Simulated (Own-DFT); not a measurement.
# Computed records: Ge (diamond germanium, atoms displaced), Si (diamond silicon, atoms displaced)

All values are calculated (Own-DFT development build). A calculation, not a measurement: plane-wave PBE density functional theory by an unreviewed code, no spin, of a simulated periodic cell, stress positive in tension, free energy of the whole cell less one offset for each atom, k mesh not checked against a denser one; offsets are fitted by least squares, one for each functional and potential file, so energies compare only between cells with the same atoms and settings and are not formation energies; the far tail of each file's local potential was reset to the Coulomb form; each entry is a single point on an unrelaxed cell, so the pressure reflects the starting lattice, mostly measured values (interpolated for alloys), from which strain is counted, and rises with the displacements; printed positions are rounded, which can move forces by about a meV/angstrom; the program, named Own-DFT, is a retired in-house code; no spin-orbit coupling; before rounding, a Quantum ESPRESSO 7.3.1 run of the same cell and cutoff gave forces within 1 meV/angstrom rms on each cell, which checks the program and not the settings.

Common to all runs: functional PBE; potential files PseudoDojo norm-conserving, scalar-relativistic, standard set; occupations Fermi-Dirac; smearing width 0.1 eV.

(1) 
```xyz
16
Lattice="0.0000 5.6580 5.6580 5.6580 0.0000 5.6580 5.6580 5.6580 0.0000" Properties=species:S:1:pos:R:3:force_x:R:1:force_y:R:1:force_z:R:1 formula=Ge wave_cutoff=42 k_mesh=5_x_5_x_5_centred_on_Gamma free_energy_of_cell_above_offsets=-1.061 pressure=5.2 stress_xx=-4.89 stress_yy=-5.33 stress_zz=-5.39 stress_yz=0.53 stress_xz=-0.67 stress_xy=-0.63
Ge     5.5927     5.6446     0.1369      1.039      0.306     -1.136
Ge     5.6336     2.9289     8.4598     -1.126     -1.983     -2.148
Ge     2.8068     5.6539     8.4408      1.204      0.039      0.932
Ge     3.0289     8.4254     5.6252     -2.141      1.181      0.505
Ge     1.5020     1.3697     1.4258      -0.67      1.297     -0.604
Ge     1.2600     4.1899     4.1060      1.052      2.592      1.614
Ge     4.3306     1.4040     4.2823     -1.575      0.322      0.251
Ge     4.1675     4.3421     1.4667      1.114     -2.223     -0.295
Ge     5.5556     5.5959     5.6831      1.696      0.795     -0.172
Ge     5.6665     2.8645     2.9198      0.005     -0.454     -1.158
Ge     2.8875     5.6652     2.8097     -0.501     -0.186      2.143
Ge     8.2143     8.5870     5.6270      1.557     -1.508     -0.223
Ge     7.2160     6.9948     7.1798     -2.572      1.194       -1.3
Ge     7.0697     4.2880     4.1785      0.539     -0.352      1.404
Ge     4.3013     7.0976     4.2206       0.74     -0.673     -0.506
Ge     4.1305     4.2222     6.9516     -0.363     -0.347      0.693
```

Units: wave_cutoff in hartree; free_energy_of_cell_above_offsets in eV; pressure, stress_xx, stress_yy, stress_zz, stress_yz, stress_xz, stress_xy in GPa; force_x, force_y, force_z in eV/Å.

(2) 
```xyz
64
Lattice="10.8620 0.0000 0.0000 0.0000 10.8620 0.0000 0.0000 0.0000 10.8620" Properties=species:S:1:pos:R:3:force_x:R:1:force_y:R:1:force_z:R:1 formula=Si wave_cutoff=20 k_mesh=3_x_3_x_3_centred_on_Gamma free_energy_of_cell_above_offsets=-5.634 pressure=2.04 stress_xx=-2.05 stress_yy=-2.02 stress_zz=-2.03 stress_yz=-0.13 stress_xz=0.34 stress_xy=0.27
Si     0.0042    10.8209    10.8358      -0.16      0.603       0.17
Si    10.8549     2.6914     2.7409      0.112      0.411     -0.144
Si     2.6986     0.0220     2.7397     -0.185     -0.155     -0.379
Si     2.7138     2.7307    10.8594     -0.052      0.022      0.031
Si     1.3237     1.4009     1.3466      0.309     -0.673     -0.063
Si     1.3630     4.0579     4.0870     -0.077      0.141     -0.333
Si     4.0920     1.3529     4.0527     -0.299     -0.083      0.401
Si     4.0532     4.0858     1.3647      0.404     -0.354      0.169
Si    10.8503    10.8489     5.4491      0.168      0.651     -0.027
Si     0.0114     2.7159     8.1085     -0.277      0.109      0.743
Si     2.7597     0.0231     8.1065      -0.28      -0.22      0.438
Si     2.6987     2.7088     5.4123       0.41     -0.082      0.234
Si     1.3558     1.3744     6.7985      0.163     -0.352     -0.364
Si     1.3490     4.0971     9.5253      0.117     -0.287     -0.476
Si     4.0877     1.3910     9.5081      0.028     -0.545      0.115
Si     4.0700     4.0701     6.7964      0.024     -0.131       -0.2
Si     0.0185     5.4371     0.0046      -0.31      0.304      0.062
Si    10.8482     8.1373     2.6682       0.09      0.242      1.077
Si     2.7259     5.4227     2.7326     -0.481      0.203     -0.253
Si     2.7236     8.1130    10.8594     -0.215      0.672     -0.233
Si     1.3519     6.8388     1.3528      0.294     -0.893       0.16
Si     1.3412     9.5184     4.1334     -0.141      -0.13     -1.022
Si     4.0875     6.7635     4.0551     -0.123      0.814     -0.146
Si     4.0611     9.4937     1.3557     -0.521      0.211      0.092
Si     0.0344     5.4314     5.4275     -0.557      0.149      -0.09
Si     0.0209     8.1392     8.1628     -0.514     -0.185     -0.411
Si     2.7322     5.4285     8.1550      -0.25     -0.166     -0.082
Si     2.7016     8.1700     5.4078      0.435     -0.616      0.407
Si     1.3697     6.7627     6.7913      0.147      0.412          0
Si     1.3372     9.5011     9.4795      0.925      0.106      0.042
Si     4.0455     6.7942     9.4882      0.687     -0.236      0.227
Si     4.1129     9.4839     6.7843      -0.44     -0.021      -0.03
Si     5.4255    10.7977     0.0118     -0.198      1.017     -0.031
Si     5.4476     2.6818     2.7404     -0.059      0.486     -0.513
Si     8.1700    10.8488     2.6729     -0.239      0.068      0.377
Si     8.1768     2.7093    10.8613     -0.288       0.09     -0.127
Si     6.7940     1.3653     1.3333      -0.04     -0.327      0.086
Si     6.7853     4.0763     4.0750     -0.106       0.17     -0.357
Si     9.5203     1.3437     4.0602     -0.386      -0.14      0.182
Si     9.5404     4.0437     1.3380     -0.158      0.327      0.402
Si     5.4065    10.8428     5.4293      0.493      0.429      0.054
Si     5.4475     2.6999     8.1352     -0.102      0.496      0.264
Si     8.1231    10.8609     8.1382      0.012       -0.1     -0.015
Si     8.1568     2.7648     5.3854      0.135     -0.579      0.481
Si     6.7894     1.3921     6.7938      0.158     -0.379     -0.628
Si     6.8000     4.0754     9.5141     -0.225      -0.21      0.113
Si     9.4740     1.3442     9.4942      0.554     -0.034     -0.169
Si     9.5138     4.0825     6.7863     -0.039      0.117     -0.126
Si     5.4437     5.4304     0.0318     -0.267      0.113      -0.42
Si     5.4352     8.2018     2.6770      0.052     -0.789      0.462
Si     8.1535     5.4274     2.7090      0.067     -0.202     -0.098
Si     8.1182     8.1397     0.0052      0.327      0.108      0.073
Si     6.8020     6.7902     1.3609     -0.206      0.057      0.191
Si     6.7827     9.4992     4.0819      0.218       0.25     -0.232
Si     9.4613     6.8101     4.0823       0.78     -0.438     -0.306
Si     9.5262     9.4812     1.3495     -0.322      0.138     -0.331
Si     5.4075     5.4267     5.3979      0.366      0.031      0.614
Si     5.4471     8.1437     8.1504      0.037     -0.132       0.11
Si     8.1281     5.4150     8.1600      0.334      0.123     -0.135
Si     8.1447     8.1323     5.4238     -0.065      0.468      0.273
Si     6.8152     6.7849     6.7901     -0.438     -0.211     -0.122
Si     6.7754     9.5044     9.5403      0.214     -0.151     -0.591
Si     9.4686     6.7967     9.5189      0.336     -0.138     -0.148
Si     9.5207     9.5268     6.7640     -0.375     -0.579      0.553
```

Units: wave_cutoff in hartree; free_energy_of_cell_above_offsets in eV; pressure, stress_xx, stress_yy, stress_zz, stress_yz, stress_xz, stress_xy in GPa; force_x, force_y, force_z in eV/Å.

(3) 
```xyz
64
Lattice="10.8620 0.0000 0.0000 0.0000 10.8620 0.0000 0.0000 0.0000 10.8620" Properties=species:S:1:pos:R:3:force_x:R:1:force_y:R:1:force_z:R:1 formula=Si wave_cutoff=20 k_mesh=3_x_3_x_3_centred_on_Gamma free_energy_of_cell_above_offsets=22.551 pressure=7.71 stress_xx=-7.94 stress_yy=-8.72 stress_zz=-6.46 stress_yz=-0.54 stress_xz=2.48 stress_xy=1.16
Si     0.2403    10.8433     0.2879     -5.083     -4.838     -5.908
Si     0.0127     2.6635     2.8600      1.903       2.33     -3.026
Si     2.6578     0.0536     2.7811     -1.009     -0.877     -0.837
Si     2.5539     2.7671     0.0480      1.248      1.258     -1.035
Si     1.2891     1.3225     1.1945      3.618      5.008      5.806
Si     1.5947     3.9889     4.1777     -3.617      3.848     -2.693
Si     3.9379     1.5227     3.9186      6.049     -6.918     -3.078
Si     3.9494     4.1531     1.6561      7.472     -8.609     -7.759
Si    10.8231     0.2104     5.2860     -0.581     -0.188      1.396
Si    10.5750     2.6855     7.8926       4.46     -2.169      2.423
Si     2.3398    10.7475     8.2955      5.459      4.557     -4.882
Si     2.7246     2.5023     4.9945     -2.828      2.407      7.843
Si     1.4814     1.3831     6.4978     -1.553     -0.291      2.631
Si     1.4161     4.3033     9.3409     -2.335     -1.725       1.21
Si     3.9933     1.4244     9.4707     -1.591     -1.189      0.737
Si     4.0165     3.7851     6.5344      1.047      1.977      0.646
Si    10.4397     5.4799    10.7496      6.395     -0.253      0.167
Si     0.0334     8.2450     2.8184      2.487      2.368     -2.669
Si     2.9280     5.3148     2.6183     -7.969      9.654        7.7
Si     2.6065     8.0947    10.8579      2.023      4.049     -3.292
Si     1.4213     7.0279     1.2106      -4.12     -4.584      4.204
Si     1.2987     9.5268     4.3955     -0.558      0.819     -3.482
Si     4.2274     6.8898     4.3816     -2.922      1.038     -4.253
Si     3.8927     9.5185     1.3234      1.436     -0.368      0.243
Si     0.0336     5.3050     5.5392      0.251      0.683      0.228
Si    10.8509     8.1043     8.3416      0.243      1.514     -4.863
Si     3.0632     5.3353     8.2218     -0.886      0.545     -1.787
Si     2.7945     8.3081     5.3706     -3.197     -4.371     -0.466
Si     1.4055     6.8154     7.0020      0.865     -0.641     -1.117
Si     1.1568     9.5446     9.3475     -1.202     -1.852      5.901
Si     4.0110     6.9286     9.5857      1.452     -2.198      0.964
Si     3.9780     9.3724     6.5950      3.099       3.68      4.674
Si     5.3565    10.7230    10.6007     -2.191      2.146      3.035
Si     5.3779     2.7507     2.9206       2.06      0.647     -2.566
Si     8.2600    10.7746     2.7606     -1.564       2.09      0.614
Si     8.2976     2.7301     0.1269      -2.19      -1.18     -1.139
Si     6.6613     1.1902     1.2524      0.958      0.931      1.102
Si     6.8434     4.1404     4.1430     -2.719      3.604     -3.739
Si     9.5081     1.7435     4.2005     -1.046     -3.724     -1.099
Si     9.3940     4.3316     1.2689      1.917      -5.34      0.578
Si     5.4452    10.7976     5.3211     -1.848      2.442      1.972
Si     5.3098     2.8072     8.2703      0.355     -0.109     -1.528
Si     8.0626     0.1229     8.0133      0.668      -0.84      1.142
Si     8.0742     2.9717     5.2360      0.672     -2.725      5.002
Si     6.7277     1.5070     6.8639     -0.592      0.406     -1.744
Si     6.5794     4.0946     9.7097      3.166     -1.156     -2.054
Si     9.5185     1.2539     9.5363      0.502      0.405      0.278
Si     9.2620     3.9721     6.9166      -0.51      2.494     -2.844
Si     5.6331     5.2616     0.3458     -3.442      1.557      0.012
Si     5.4007     8.0576     2.7601      0.444      0.761     -0.949
Si     8.3626     5.4802     2.5919      -1.15      0.772      5.569
Si     8.3000     8.0253     0.1031     -1.287      1.143     -1.411
Si     6.9999     6.6033     1.4338     -1.876      3.342     -0.248
Si     6.7182     9.5465     4.1048      1.763     -1.669       -1.8
Si     9.7905     6.8645     3.9184     -2.529     -3.016      2.859
Si     9.5038     9.6129     1.3066      0.663     -1.423      0.904
Si     5.5202     5.6473     5.3793      2.387     -3.699      3.549
Si     5.2943     8.1444     8.2374      0.893      0.377     -1.877
Si     8.2013     5.5055     8.1396     -0.273     -1.222      2.639
Si     8.2097     8.1400     5.3052      0.002     -0.034          1
Si     6.9166     6.7925     7.0145     -1.905      1.883      -2.49
Si     6.6342     9.6217     9.3483      3.111     -2.186     -0.829
Si     9.6398     6.8518     9.4394     -4.577      0.008     -0.006
Si     9.4902     9.7055     6.6660      0.081     -1.349      0.444
```

Units: wave_cutoff in hartree; free_energy_of_cell_above_offsets in eV; pressure, stress_xx, stress_yy, stress_zz, stress_yz, stress_xz, stress_xy in GPa; force_x, force_y, force_z in eV/Å.

(4) 
```xyz
64
Lattice="10.8620 0.0000 0.0000 0.0000 10.8620 0.0000 0.0000 0.0000 10.8620" Properties=species:S:1:pos:R:3:force_x:R:1:force_y:R:1:force_z:R:1 formula=Si wave_cutoff=20 k_mesh=3_x_3_x_3_centred_on_Gamma free_energy_of_cell_above_offsets=5.616 pressure=3.93 stress_xx=-3.69 stress_yy=-3.86 stress_zz=-4.25 stress_yz=1.56 stress_xz=0.4 stress_xy=0.1
Si     0.0069     0.0178    10.8101       0.31     -0.785      0.995
Si     0.1207     2.8161     2.5704      0.497     -0.445       3.08
Si     2.7893    10.6862     2.7321     -0.746      2.296      0.482
Si     2.6225     2.5295    10.7419      1.448      1.661      0.086
Si     1.3650     1.4463     1.3643      0.498     -2.742     -0.185
Si     1.3796     4.2556     4.1596      0.402     -2.353     -0.607
Si     4.1072     1.4075     4.2075     -0.671     -0.453     -0.409
Si     3.9191     4.1239     1.5072      3.033     -3.692     -4.252
Si    10.5947     0.1461     5.5442      3.113     -3.346      2.316
Si     0.1049     2.7074     8.2215     -0.056     -0.305     -0.107
Si     2.9917    10.7499     8.1277     -3.374      0.513     -0.671
Si     2.6377     2.7524     5.6749      0.937      0.953     -2.628
Si     1.4879     1.2132     6.7289     -1.432      -0.34      1.987
Si     1.4012     4.2445     9.6557     -2.554     -4.658      1.691
Si     4.1429     1.2285     9.3571     -0.474      1.875      2.114
Si     3.9272     4.2209     6.9141      0.312     -2.197      0.834
Si    10.8208     5.4859    10.7972      0.882      0.296      1.468
Si    10.8479     8.1946     2.7555     -0.062     -1.913     -0.599
Si     2.7133     5.3275     2.6145     -1.267      3.036      4.073
Si     2.7174     8.0234    10.8104     -0.759      2.241       0.94
Si     1.4477     6.6637     1.3859     -1.776      2.011     -0.509
Si     1.2860     9.4670     4.0701      -0.07      1.178      1.086
Si     4.1824     6.8024     4.0947     -1.865      0.582      -0.81
Si     4.2228     9.5828     1.3241     -4.382      -1.43     -0.738
Si    10.8040     5.3378     5.4730      0.407      1.722      0.202
Si    10.8466     8.0754     8.2247       0.51      0.132     -1.581
Si     2.5306     5.2848     8.3362      2.644      3.351     -3.143
Si     2.6866     8.1871     5.4365      0.497     -0.798      0.219
Si     1.4535     6.6725     6.7813     -1.238      0.646      0.248
Si     1.3824     9.5787     9.3037      0.102      -0.66      1.975
Si     3.9077     6.6292     9.6138      2.551      0.117     -1.335
Si     4.1285     9.4401     6.8833      0.508     -0.674     -3.059
Si     5.2508     0.0020     0.0414      3.177      1.716     -2.103
Si     5.3236     2.7604     2.7073      1.181     -0.253      0.628
Si     8.2040     0.0206     2.7838      -0.91     -0.377     -0.824
Si     8.2302     2.7139     0.1454     -0.122      1.376     -1.437
Si     6.7568     1.3818     1.2142      -0.39      -0.26      2.131
Si     6.7532     4.1818     4.1933     -1.209      0.015     -1.187
Si     9.7280     1.2386     4.0245     -2.551      3.906     -2.813
Si     9.7270     4.1706     1.4027     -2.881      0.063     -0.359
Si     5.4632    10.7823     5.4324      0.754      0.372      0.659
Si     5.4062     2.6599     8.1724     -0.147      1.176     -1.038
Si     8.1371    10.8396     8.1729     -0.085      1.076      1.032
Si     8.1555     2.8122     5.2811      0.828     -1.825      1.413
Si     6.8249     1.3750     6.9384      0.039     -0.024      -2.53
Si     6.7335     4.0793     9.3552      0.891     -0.914       2.09
Si     9.4824     1.3492     9.5924      0.235      0.387     -0.875
Si     9.5589     4.0170     6.7790     -1.037     -0.534      1.012
Si     5.4403     5.2794    10.8546     -0.364       1.19      1.109
Si     5.2181     8.4321     2.7537      3.508     -3.535      1.796
Si     8.1734     5.4733     2.7627     -0.122     -0.543     -0.121
Si     8.1019     8.2011     0.0270     -0.261     -0.787     -1.157
Si     6.8560     6.8438     1.4385     -1.767     -0.005     -0.489
Si     6.8973     9.3522     4.0838     -0.537       1.47      0.089
Si     9.5056     6.7306     4.1224      0.962      0.551     -0.158
Si     9.4261     9.4110     1.3878       1.14       1.49     -0.252
Si     5.2492     5.4799     5.6290      0.298     -1.161     -2.307
Si     5.4845     8.2073     8.1045       -0.2     -2.329      1.188
Si     8.0943     5.4782     8.1852       0.45     -0.665     -1.466
Si     8.2025     8.0348     5.4725     -1.059     -0.343      0.057
Si     6.6642     6.6691     6.7186       2.15      2.228       1.82
Si     6.7054     9.6069     9.4648      0.184     -0.647      1.188
Si     9.5171     6.7092     9.5034     -1.499      1.765      0.248
Si     9.3391     9.4437     6.9031      1.416     -0.401     -0.502
```

Units: wave_cutoff in hartree; free_energy_of_cell_above_offsets in eV; pressure, stress_xx, stress_yy, stress_zz, stress_yz, stress_xz, stress_xy in GPa; force_x, force_y, force_z in eV/Å.

(5) 
```xyz
64
Lattice="10.8620 0.0000 0.0000 0.0000 10.8620 0.0000 0.0000 0.0000 10.8620" Properties=species:S:1:pos:R:3:force_x:R:1:force_y:R:1:force_z:R:1 formula=Si wave_cutoff=20 k_mesh=3_x_3_x_3_centred_on_Gamma free_energy_of_cell_above_offsets=8.121 pressure=4.76 stress_xx=-4.76 stress_yy=-4.84 stress_zz=-4.67 stress_yz=0.23 stress_xz=2.38 stress_xy=1.05
Si     0.1978     0.0255    10.7054     -2.472      1.225       1.89
Si     0.0985     2.7986     2.6328      0.071     -0.265      1.734
Si     2.6710     0.0776     2.5278     -0.409     -0.237       2.13
Si     2.4916     2.5571    10.8016      4.327      2.996     -2.241
Si     1.3757     1.4335     1.2314     -2.435     -2.224      2.754
Si     1.5430     4.2343     4.0677     -2.661     -1.408      1.371
Si     3.8777     1.3050     4.1653      0.011      1.533     -1.861
Si     4.0969     4.0337     1.1396     -0.686     -1.226      1.596
Si     0.0442    10.7095     5.4044     -3.082      3.554      2.159
Si     0.0317     2.7806     8.1122     -1.626     -0.862     -1.134
Si     2.8825    10.7673     8.0496     -2.313       2.51      1.932
Si     2.6551     2.7868     5.5484      0.422     -0.343     -0.029
Si     1.2772     1.2702     6.7938       0.92      0.334      0.013
Si     1.3667     3.9342     9.4161     -0.326      2.223      1.172
Si     4.1913     1.5034     9.4775     -3.597     -1.954      0.753
Si     4.2569     4.0620     6.8077      -1.23     -0.358      0.902
Si    10.7943     5.5411    10.8250      0.656     -2.112      1.178
Si    10.8123     8.1260     2.7181      0.593      0.363      1.029
Si     2.7886     5.4542     2.7575     -0.181      -1.58     -3.116
Si     2.6441     8.1022    10.8576      0.701      0.771      0.178
Si     1.3974     6.7418     1.4945     -0.777      0.485     -1.306
Si     1.2854     9.6587     4.1749       3.48     -3.528     -3.852
Si     4.1256     6.6168     3.9016      0.452      3.726      1.525
Si     4.1270     9.6088     1.4276     -0.404      -1.43     -1.576
Si    10.6095     5.5366     5.4900      5.479      1.116     -1.986
Si     0.0314     8.0177     8.2768     -0.913      1.371     -0.549
Si     2.6463     5.4360     8.1904      0.229     -0.775     -1.685
Si     2.7974     8.1408     5.4811     -0.668       -0.2      -1.36
Si     1.2893     6.8862     6.7796      0.538     -1.275     -0.253
Si     1.2740     9.5772     9.4538      3.024     -2.264      -1.22
Si     4.0464     6.7536     9.3637     -0.687      0.528       1.51
Si     4.0657     9.4153     6.9124      1.016      0.456     -3.415
Si     5.2970    10.8130    10.6278      1.538     -0.099      2.454
Si     5.5653     2.5001     2.6322      -4.13      3.821      3.322
Si     8.3223     0.0364     2.6078     -0.105      -0.98      0.929
Si     8.0627     2.6177     0.1688      0.117     -0.021     -2.208
Si     6.7897     1.2900     1.5482      1.354     -2.987     -4.082
Si     6.7706     4.0763     4.1290     -0.317     -1.453       -0.8
Si     9.4872     1.3834     4.0939       1.06      0.149      0.171
Si     9.3977     3.9330     1.4515      1.339      1.092      -1.63
Si     5.2970     0.0515     5.3059      1.851     -1.426      2.005
Si     5.6013     2.6483     8.4088     -0.159      0.185     -4.392
Si     8.3359    10.7255     8.0175     -2.851      1.796      2.399
Si     7.9805     2.6002     5.5185      2.009      2.152     -0.913
Si     6.8626     1.3294     6.9219     -1.538     -1.447      0.041
Si     6.6812     4.1510     9.3944      2.979      0.547      2.427
Si     9.5596     1.2573     9.4107       -0.6      1.424      0.789
Si     9.5427     4.3678     6.7655     -1.563     -5.921      1.511
Si     5.3736     5.4144    10.7189     -0.467      0.552     -0.347
Si     5.4583     8.1233     2.6658      0.845      0.475      0.122
Si     8.0027     5.2446     2.5901      0.157      2.137      0.891
Si     8.2013     8.1069    10.7597     -0.462      1.151      1.809
Si     6.7015     6.7778     1.0969      0.673     -0.007      1.811
Si     6.9689     9.5583     4.0946     -1.464      0.159     -0.988
Si     9.4862     6.7501     4.1428     -2.084      0.875     -3.005
Si     9.6527     9.5273     1.2578     -0.292     -0.285       -0.5
Si     5.3440     5.4182     5.2771      1.265     -0.394      1.727
Si     5.3214     8.0756     8.0401      2.514     -0.077      1.656
Si     8.2268     5.3445     8.1631     -2.387      1.642     -0.004
Si     7.9559     7.9569     5.3667      2.964      2.663     -0.458
Si     6.7263     6.8439     6.6736      -1.31     -2.669      1.963
Si     6.8685     9.4912     9.5577     -0.665     -0.089     -2.011
Si     9.3860     6.7543     9.5168      1.186     -0.235     -0.828
Si     9.6017     9.5340     6.8615      1.094      -3.88     -2.104
```

Units: wave_cutoff in hartree; free_energy_of_cell_above_offsets in eV; pressure, stress_xx, stress_yy, stress_zz, stress_yz, stress_xz, stress_xy in GPa; force_x, force_y, force_z in eV/Å.
